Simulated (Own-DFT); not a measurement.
# Response to strain: grey tin, 64 atoms (Sn64)

Calculated results; nothing here was measured. The program, named Own-DFT, is a retired in-house plane-wave density functional code that no person has reviewed. Each row is one single-point run on a periodic cell that was not relaxed, without spin or spin-orbit coupling.

Settings of every run: PBE; PseudoDojo norm-conserving scalar-relativistic files; cutoff 42 hartree; 3 x 3 x 3 k mesh centred on Gamma; cold (Marzari-Vanderbilt) smearing of 0.2 eV.

Known limits: forces on such cells moved up to 12 meV/angstrom on a denser k mesh; stress not checked against mesh or cutoff.

Unstrained cell vectors in Å: (12.978, 0.000, 0.000); (0.000, 12.978, 0.000); (0.000, 0.000, 12.978). The unstrained cell has measured lattice constants (interpolated for alloys), not those of this functional. That, the random moves and any unrelaxed bonds set the pressure at no strain. Each run strains this cell uniformly, with the atoms carried along. Every atom was also moved at random, by a Gaussian of width 0.05 Å on each axis. Strain is the symmetric tensor, in per cent. Stress is positive in tension, and the pressure is minus a third of its trace.

| run | e_xx (%) | e_yy (%) | e_zz (%) | s_xx (GPa) | s_yy (GPa) | s_zz (GPa) | P (GPa) | E (meV/atom) |
|---|---|---|---|---|---|---|---|---|
| 1 | -0.25 | -0.25 | 0.00 | -3.93 | -3.96 | -3.83 | 3.91 | 18.7 |
| 2 | -3.00 | -3.00 | 0.00 | -7.67 | -7.62 | -6.65 | 7.31 | 85.8 |
| 3 | 1.00 | 1.00 | 0.00 | -2.56 | -2.56 | -2.80 | 2.64 | 0.2 |
| 4 | -0.25 | -0.25 | 0.00 | -4.07 | -3.98 | -4.00 | 4.02 | 28.4 |
| 5 | -2.25 | -2.25 | 0.00 | -6.47 | -6.43 | -5.77 | 6.22 | 57.4 |
| 6 | -1.25 | -1.25 | 0.00 | -5.04 | -5.10 | -4.66 | 4.93 | 27.7 |
| 7 | -2.25 | -2.25 | 0.00 | -6.52 | -6.49 | -5.89 | 6.30 | 64.5 |
| 8 | -3.00 | -3.00 | 0.00 | -7.52 | -7.58 | -6.57 | 7.22 | 77.1 |
| 9 | 1.00 | 1.00 | 0.00 | -2.57 | -2.54 | -2.81 | 2.64 | 0.0 |
| 10 | -1.25 | -1.25 | 0.00 | -5.15 | -5.12 | -4.76 | 5.01 | 35.5 |
| 11 | 0.50 | 0.50 | 0.00 | ? | ? | ? | ? | ? |

E is the free energy for each atom above the lowest run shown.

## Worked fit

The change of volume is close to e_xx + e_yy + e_zz. A straight line through the runs shown gives P = 3.70 - 58 x (fractional change of volume) GPa, with an error of 1 on the slope and a scatter of 0.13 GPa. The strain isn't the same on all axes, but the crystal is cubic, so the slope still estimates the bulk modulus, averaged over pressures from 2.6 to 7.3 GPa.

## Withheld run

Question: what pressure should run 11 give? Its volume changes by 1.00 %.

The line gives 3.1 GPa. The calculation gave 3.10 GPa.
